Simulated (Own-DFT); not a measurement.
SiC (4H silicon carbide, atoms displaced) (calculated)

Computed with Own-DFT development build. A calculation, not a measurement: plane-wave PBE density functional theory by an unreviewed code, no spin, of a simulated periodic cell, stress positive in tension, free energy of the whole cell less one offset for each atom, forces on such cells passed a denser k mesh, this cell's mesh not checked; offsets are fitted by least squares, one for each functional and potential file, so energies compare only between cells with the same atoms and settings and are not formation energies; the far tail of each file's local potential was reset to the Coulomb form; each entry is a single point on an unrelaxed cell, so the pressure reflects the starting lattice, mostly measured values (interpolated for alloys), from which strain is counted, and rises with the displacements; printed positions are rounded, which can move forces by about a meV/angstrom; the program, named Own-DFT, is a retired in-house code; no spin-orbit coupling.

Settings shared by all entries: functional PBE; potential files PseudoDojo norm-conserving, scalar-relativistic, standard set; wave cutoff 42 hartree; occupations Fermi-Dirac; smearing width 0.1 eV; hardware one NVIDIA H100; k mesh 4 x 4 x 3 centred on Gamma.

(1) SiC (4H silicon carbide, atoms displaced)

```xyz
72
Lattice="9.2481 0.0000 0.0000 -4.6241 8.0091 0.0000 0.0000 0.0000 10.0681" Properties=species:S:1:pos:R:3 SiC
Si    -4.6077     7.9869     4.1030
Si    -0.0116     1.7852     1.5614
C      4.6037     7.9878     0.9182
C      0.0193     1.7488     3.4707
Si    -1.5301     2.6940     4.0534
Si    -1.5637     4.4121     1.5233
C     -1.5255     2.6647     0.9582
C     -1.5371     4.4254     3.4579
Si     6.1359     5.3335     4.0691
Si    -3.0982     7.1048     1.6011
C     -3.0702     5.3824     0.9628
C     -3.1431     7.1920     3.4855
Si    -1.6007     7.9711     4.0995
Si     3.0765     1.8007     1.5966
C     -1.5029     8.0005     0.9172
C      3.0578     1.7899     3.4619
Si     1.5601     2.6836     4.0790
Si     1.4742     4.4681     1.6013
C      1.5462     2.6536     0.9257
C      1.5761     4.3620     3.4720
Si    -0.0086     5.3462     4.0574
Si     0.0284     7.1424     1.6041
C      0.0348     5.3442     0.9652
C      0.0088     7.1146     3.4746
Si     6.1948     0.0329     4.0699
Si     6.1576     1.7938     1.5610
C      1.5007     7.9783     0.9619
C      6.1465     1.7950     3.4536
Si     4.6328     2.7040     4.0728
Si     4.5947     4.4414     1.6038
C      4.6879     2.7031     0.9722
C      4.6614     4.4192     3.5195
Si     3.0759     5.3038     4.1202
Si     3.0513     7.1394     1.5718
C      3.0584     5.3357     1.0050
C      3.0559     7.1212     3.4707
Si     4.6118     7.9979     9.1250
Si     4.5725     6.2243     6.5898
C      0.0385     0.0157     5.9529
C      4.6869     6.2904     8.4935
Si     6.1663     5.3095     9.1584
Si     6.1956     3.5954     6.6234
C     -3.0540     5.3539     5.9932
C      6.1599     3.5573     8.4615
Si    -1.5330     2.7199     9.0970
Si     7.6573     0.9355     6.5753
C     -1.5371     2.7037     6.0221
C      7.7455     0.8722     8.5046
Si     6.1563     0.0122     9.1075
Si     1.5935     6.2045     6.6047
C      6.1313     0.0317     5.9848
C      1.5341     6.2501     8.4542
Si     3.1175     5.3437     9.1477
Si     2.9852     3.5420     6.6048
C      3.0364     5.3448     5.9365
C      3.0564     3.5178     8.5000
Si     4.6745     2.6661     9.0843
Si     4.6230     0.9255     6.5619
C      4.6241     2.6520     5.9897
C      4.6652     0.9201     8.4953
Si     3.1069     0.0595     9.1128
Si    -1.5224     6.2559     6.6277
C      3.0732     0.0023     6.0130
C     -1.5796     6.2611     8.5345
Si     0.0514     5.3614     9.1403
Si    -0.0196     3.5811     6.5698
C      0.0156     5.3787     5.9295
C     -0.0115     3.5379     8.5017
Si     1.5345     2.7304     9.1277
Si     1.5445     0.8852     6.5883
C      1.5343     2.5838     5.9688
C      1.5417     0.8605     8.4789
```

Results for SiC (4H silicon carbide, atoms displaced): free energy of cell above offsets -10.584 eV; pressure 3.77 GPa; stress xx -3.55 GPa; stress yy -3.86 GPa; stress zz -3.89 GPa; stress yz 0.42 GPa; stress xz -0.04 GPa; stress xy 0.29 GPa; wall time 358.7 s.

Force:
```
element  x (eV/Å)  y (eV/Å)  z (eV/Å)
     Si    -1.794     1.092     0.091
     Si     0.739    -0.732     0.215
      C     0.069     0.324     0.745
      C    -0.458     0.687    -0.231
     Si    -0.025    -1.022     0.878
     Si      0.67     1.127     1.046
      C     -0.61    -0.103    -1.033
      C    -0.289     1.104    -0.628
     Si     1.281     0.549     0.946
     Si     0.453      1.37    -0.827
      C    -0.711    -1.447     0.139
      C     1.324    -2.521    -0.845
     Si     1.463     1.131     0.273
     Si     0.467    -0.574    -0.791
      C    -0.686      0.51     1.047
      C     0.845    -0.427     0.384
     Si    -0.655      -1.8     0.439
     Si     1.773    -1.317    -0.208
      C    -0.357     0.759     0.433
      C    -0.829     2.364    -0.036
     Si     0.524     -0.43     0.205
     Si    -1.302    -0.618    -0.299
      C    -1.336     0.297     -0.33
      C    -0.387     0.357     0.029
     Si    -0.952    -0.322     0.738
     Si     0.528     -0.63     0.337
      C     1.072     1.193    -0.802
      C     0.614     0.107    -0.017
     Si    -0.428    -1.713     0.995
     Si     0.714     0.592     -0.03
      C    -1.441    -0.244    -1.055
      C    -1.232     1.209     -1.04
     Si    -0.012     0.575    -1.506
     Si     0.479    -0.382     0.223
      C     0.004     0.034    -0.758
      C     0.763    -0.531     0.075
     Si     0.971     0.827    -0.156
     Si     1.463     0.459      0.24
      C     -1.61    -0.449     0.416
      C    -1.402    -2.131    -0.026
     Si     0.126     1.229     -0.71
     Si    -0.949    -0.266    -1.016
      C    -0.779     0.134    -0.569
      C     0.457     0.533     1.092
     Si    -0.155    -1.657     0.483
     Si     1.259    -0.876     0.715
      C    -0.341    -0.147    -1.472
      C    -1.188     0.876    -0.288
     Si     0.667    -0.048     0.207
     Si    -1.876     1.443    -0.525
      C     0.859    -0.671    -0.611
      C     0.928     -0.46     0.996
     Si    -0.246     0.132    -0.256
     Si     1.745    -0.276    -0.035
      C     0.994    -0.866     1.132
      C     1.057     1.402     -0.08
     Si    -1.143      0.17     0.922
     Si    -0.302    -0.732     0.953
      C    -0.236     1.627    -0.459
      C    -0.485    -0.321    -0.482
     Si     -0.49    -0.755     0.054
     Si    -0.197    -0.299     0.259
      C     0.342     0.092     -0.94
      C     1.449    -0.639    -0.153
     Si     -1.37    -0.144    -0.438
     Si     0.814      -0.1     0.556
      C     0.032      -0.6     0.793
      C     0.484     1.559    -0.506
     Si    -0.316    -2.222     -0.06
     Si    -0.133    -0.874     1.115
      C    -0.633     2.148    -0.408
      C    -0.072      1.33     0.457
```

(2) SiC (4H silicon carbide, atoms displaced)

```xyz
72
Lattice="9.2481 0.0000 0.0000 -4.6241 8.0091 0.0000 0.0000 0.0000 10.0681" Properties=species:S:1:pos:R:3 SiC
Si    -4.5410     7.9583     4.0411
Si    -0.0216     1.8010     1.6044
C     -4.6092     7.9863     0.9130
C      0.0010     1.7745     3.4320
Si     7.7029     2.6194     4.1100
Si    -1.5497     4.4008     1.6003
C     -1.4745     2.7057     0.9391
C     -1.5034     4.4469     3.5139
Si     6.1090     5.3254     4.0916
Si    -3.0423     7.0714     1.5638
C     -3.0585     5.3265     0.9312
C     -3.1444     7.1394     3.4391
Si     3.0956     0.0130     4.0489
Si     3.0359     1.7302     1.6283
C      3.0662     0.0153     0.9213
C      3.1344     1.7631     3.4199
Si     1.5179     2.6740     4.1511
Si     1.5912     4.4527     1.6096
C      1.5146     2.6957     0.8999
C      1.5526     4.5035     3.4605
Si    -0.0305     5.3500     4.0940
Si    -0.0225     7.1226     1.5792
C     -0.0538     5.3824     0.9450
C     -0.0419     7.1208     3.5052
Si     1.5533     7.9978     4.0586
Si     6.1844     1.7539     1.5460
C      1.5511     7.9730     0.9752
C      6.1905     1.7421     3.4852
Si     4.6171     2.7003     4.1915
Si     4.6537     4.4866     1.5554
C      4.6083     2.6830     0.9606
C      4.6325     4.4486     3.4687
Si     3.0787     5.3523     4.0964
Si     3.0925     7.1428     1.5986
C      3.0625     5.3398     0.9465
C      3.0756     7.1006     3.4566
Si    -4.6142     8.0035     9.0780
Si     4.5769     6.2307     6.6032
C      9.2164     0.0070     5.9880
C      4.6199     6.2309     8.5568
Si    -3.0464     5.3560     9.1486
Si     6.1663     3.5556     6.5900
C     -3.0776     5.3532     5.9604
C      6.1322     3.5575     8.4854
Si    -1.5273     2.6604     9.1582
Si     7.6795     0.9022     6.6573
C      7.6689     2.6896     6.0105
C      7.7568     0.8644     8.4933
Si     6.1606     0.0270     9.0450
Si     1.5383     6.2703     6.6402
C      1.5497     7.9830     6.0119
C      1.5314     6.2066     8.4665
Si     3.1100     5.3367     9.1263
Si     3.0957     3.4644     6.6482
C      3.0803     5.3539     6.0487
C      3.0893     3.5613     8.5154
Si     4.5501     2.6008     9.1296
Si     4.6247     0.8562     6.5859
C      4.5729     2.6691     6.0224
C      4.6094     0.8501     8.4995
Si     3.1515     0.0067     9.1277
Si    -1.5145     6.2694     6.5465
C     -1.5345     7.9630     5.9802
C     -1.5343     6.1884     8.5058
Si    -0.0573     5.3545     9.1532
Si    -0.0036     3.5190     6.5753
C      0.0591     5.3392     5.9714
C     -0.0167     3.6094     8.5089
Si     1.5632     2.6970     9.1649
Si     1.5534     0.8776     6.6184
C      1.5394     2.6801     5.9705
C      1.5312     0.8302     8.4911
```

It finds free energy of cell above offsets -10.020 eV; pressure 3.96 GPa; stress xx -3.78 GPa; stress yy -3.01 GPa; stress zz -5.09 GPa; stress yz -0.12 GPa; stress xz 0.26 GPa; stress xy 0.05 GPa; wall time 351.8 s.

Force:
```
element  x (eV/Å)  y (eV/Å)  z (eV/Å)
     Si    -3.544     1.919     1.566
     Si       1.2    -0.852     -1.44
      C     0.011       0.6     0.592
      C      0.33    -0.144     1.536
     Si     0.215     0.683    -0.014
     Si     0.593     1.489     0.224
      C    -1.649    -1.285      0.33
      C    -1.632    -0.668    -0.703
     Si     1.536     0.399     0.128
     Si    -1.083     1.025    -0.547
      C     0.144    -0.246     0.745
      C     3.208    -1.663    -0.417
     Si    -0.841    -0.243     0.854
     Si     0.605     1.628    -2.099
      C     0.463    -0.459     0.625
      C    -1.103     0.728      2.52
     Si     0.657     0.224    -2.208
     Si     -1.45     0.238    -1.008
      C      0.48    -0.532     2.227
      C    -0.371    -1.195     0.763
     Si     1.138     0.045     0.357
     Si     0.224     0.101      0.18
      C     0.873    -1.017     0.701
      C     0.856    -0.068     -0.98
     Si    -0.249     -0.31     0.965
     Si     -0.42     0.603     0.494
      C    -0.346     0.806    -1.183
      C    -0.751     0.951    -0.091
     Si     0.414    -0.837     -2.46
     Si    -0.942    -0.898      0.09
      C     0.085    -0.751    -0.115
      C    -0.595    -0.213     0.008
     Si     0.151    -0.142     0.803
     Si     0.245    -0.777    -0.987
      C     0.914     0.359     0.051
      C     0.653     0.413     0.418
     Si     0.159     -0.57     1.367
     Si     1.262     0.092     0.842
      C     0.614      0.14    -0.612
      C     0.552    -0.287    -1.141
     Si    -0.979    -0.711        -1
     Si    -0.492     0.957     1.004
      C    -0.437    -0.007     0.248
      C     0.196    -0.608      0.67
     Si    -0.186     0.572     -1.28
     Si     0.592    -0.091    -1.254
      C     0.672    -1.043    -0.787
      C    -1.206     0.956     0.541
     Si     0.842    -1.526     1.758
     Si     0.234    -1.649    -0.524
      C    -0.178      1.17    -0.903
      C    -0.044     0.551     1.458
     Si    -0.852     0.299     0.143
     Si    -1.261       2.8     0.154
      C    -0.395    -1.179    -1.268
      C     -0.34    -0.584    -0.074
     Si     1.611     1.514     0.474
     Si    -0.081     0.012     0.246
      C     1.493    -0.938    -0.272
      C     0.595     0.873    -0.855
     Si    -2.327    -1.332    -0.177
     Si    -0.116    -2.403     1.395
      C    -0.197     2.007    -0.982
      C    -0.265     1.607    -0.798
     Si     1.491    -0.229    -0.454
     Si    -0.206     1.588     1.328
      C    -1.018    -0.118    -0.122
      C     0.471    -1.327    -0.267
     Si    -1.106    -0.555    -1.546
     Si    -0.589    -0.398    -0.191
      C     0.195    -1.054     0.752
      C     1.278     1.562     0.201
```

(3) SiC (4H silicon carbide, atoms displaced)

```xyz
72
Lattice="9.2481 0.0000 0.0000 -4.6241 8.0091 0.0000 0.0000 0.0000 10.0681" Properties=species:S:1:pos:R:3 SiC
Si     0.0143     0.0387     4.0668
Si    -0.0102     1.7607     1.6199
C     -4.5818     8.0017     0.9863
C     -0.0367     1.7625     3.4412
Si    -1.5107     2.7194     4.1196
Si    -1.6140     4.4382     1.6358
C      7.7030     2.6527     0.9525
C     -1.5369     4.4449     3.4871
Si    -3.0568     5.3458     4.0593
Si    -3.1279     7.1040     1.4864
C     -3.0794     5.3388     0.9860
C     -3.0628     7.1002     3.4477
Si     3.0587     0.0283     4.0937
Si     3.1492     1.7741     1.5915
C      3.0501     0.0214     0.9802
C      3.0719     1.7810     3.4757
Si     1.5096     2.6419     4.0758
Si     1.5264     4.4653     1.5836
C      1.5653     2.6868     0.9101
C      1.5333     4.4605     3.4321
Si     0.0003     5.3746     4.0937
Si     0.0244     7.1594     1.6038
C      0.0094     5.3514     0.9221
C     -0.0199     7.0880     3.4237
Si     6.1568     0.0252     4.0507
Si     6.1696     1.7183     1.6152
C      1.5699     7.9777     0.9031
C      6.1560     1.7808     3.4213
Si     4.5807     2.6535     4.0460
Si     4.6593     4.5088     1.5616
C      4.5761     2.6440     0.9942
C      4.6110     4.4765     3.4276
Si     3.0795     5.3016     4.1217
Si     3.0583     7.0869     1.5390
C      3.0664     5.3693     0.9792
C      3.0959     7.1068     3.4295
Si    -4.5893     7.9828     9.0903
Si     4.5813     6.2386     6.5967
C     -4.5724     7.9831     6.0101
C      4.5569     6.2500     8.5140
Si    -3.0588     5.3632     9.1571
Si     6.1817     3.5320     6.6148
C      6.1640     5.3232     5.9731
C      6.1573     3.5502     8.5161
Si    -1.5037     2.6458     9.0983
Si     7.7652     0.8904     6.6027
C      7.7051     2.6565     5.9630
C      7.6646     0.8911     8.4366
Si     1.5176     7.9940     9.0930
Si     1.5393     6.2459     6.6767
C      6.1065     0.0545     6.0141
C      1.5198     6.2016     8.5337
Si     3.1347     5.3362     9.1408
Si     3.1038     3.5897     6.6263
C      3.1015     5.3211     5.9334
C      3.0393     3.5938     8.4857
Si     4.6214     2.6372     9.1435
Si     4.6333     0.8497     6.6059
C      4.6292     2.6540     5.9100
C      4.6081     0.8659     8.4723
Si     3.1013     0.0252     9.1360
Si    -1.5189     6.1843     6.5710
C      3.1098     0.0106     5.9971
C     -1.5900     6.2568     8.4825
Si    -0.0432     5.3373     9.1454
Si     0.0197     3.5816     6.6550
C     -0.0053     5.3451     5.9257
C     -0.0487     3.5708     8.5242
Si     1.4510     2.6974     9.0604
Si     1.5186     0.8531     6.6939
C      1.5185     2.6904     5.9996
C      1.5327     0.8811     8.5758
```

The calculation gives: free energy of cell above offsets -10.132 eV; pressure 3.83 GPa; stress xx -3.08 GPa; stress yy -3.33 GPa; stress zz -5.09 GPa; stress yz 0.21 GPa; stress xz 0.49 GPa; stress xy -0.41 GPa; wall time 376.2 s.

Force:
```
element  x (eV/Å)  y (eV/Å)  z (eV/Å)
     Si     -0.13    -1.793     0.268
     Si     0.759     0.729    -1.858
      C    -2.045     0.189    -1.636
      C     0.497     0.768     1.228
     Si    -1.013    -1.239     -0.63
     Si     2.252    -0.262    -1.197
      C    -0.262    -0.059    -0.047
      C     0.173     0.399     0.009
     Si    -1.082    -0.117     0.906
     Si     1.692     0.545      2.45
      C     0.042     0.132    -1.349
      C    -0.415     0.763    -0.249
     Si     0.361    -0.859     0.033
     Si    -2.903     0.099    -0.163
      C     1.055    -0.602     -0.86
      C    -0.521    -0.102    -0.264
     Si     0.238     0.871     0.339
     Si     0.117    -0.591    -0.847
      C    -0.518    -0.291     0.624
      C     -0.24    -0.491     1.217
     Si     0.374    -0.834    -0.842
     Si     -0.85    -1.115     -1.55
      C    -1.097     0.066     1.076
      C     0.254     1.393     1.324
     Si     0.205    -0.828     0.871
     Si     0.089     0.999    -1.851
      C    -0.659     0.677     0.332
      C      0.24     0.347     1.551
     Si      1.09     0.879     0.272
     Si    -1.841    -1.437     0.484
      C     2.369     1.027    -1.133
      C     0.549    -0.627     0.659
     Si    -0.041     0.951    -1.817
     Si     1.066     0.965     0.784
      C     0.693    -1.108    -1.173
      C    -0.424     0.279     1.022
     Si    -1.665     0.893     1.427
     Si     1.206    -0.938     0.053
      C    -1.034     0.528    -0.935
      C     1.896    -0.538    -0.518
     Si    -0.953    -0.793    -0.815
     Si    -0.808     0.262     -0.46
      C    -0.122     0.078     0.034
      C      0.18     0.188     0.163
     Si    -1.837    -0.134     1.043
     Si    -1.366    -0.109    -0.749
      C     0.857     0.328     0.726
      C     1.214    -0.346     1.384
     Si     0.303     0.061     0.126
     Si    -0.072    -0.027    -1.661
      C     2.583    -1.639    -1.204
      C     0.285    -0.024    -0.143
     Si    -2.061    -0.177     0.677
     Si    -0.023    -1.035    -0.918
      C    -0.826     0.791     1.598
      C     0.721     -0.85     0.432
     Si    -0.494     0.469    -0.023
     Si    -1.036     1.806    -0.142
      C    -0.135     0.113     1.402
      C     0.196     0.524      0.62
     Si    -0.358    -0.389     0.519
     Si    -0.955     1.079     0.314
      C    -1.005     -0.65    -0.198
      C     0.953    -0.249      0.22
     Si     0.101      0.54     0.021
     Si    -0.729    -0.139    -1.413
      C     0.724    -0.181       1.6
      C     0.195     0.506    -0.873
     Si     1.974    -0.299      1.92
     Si     1.364     0.872    -1.115
      C      0.45     -0.71     0.114
      C       0.2     0.467    -1.205
```
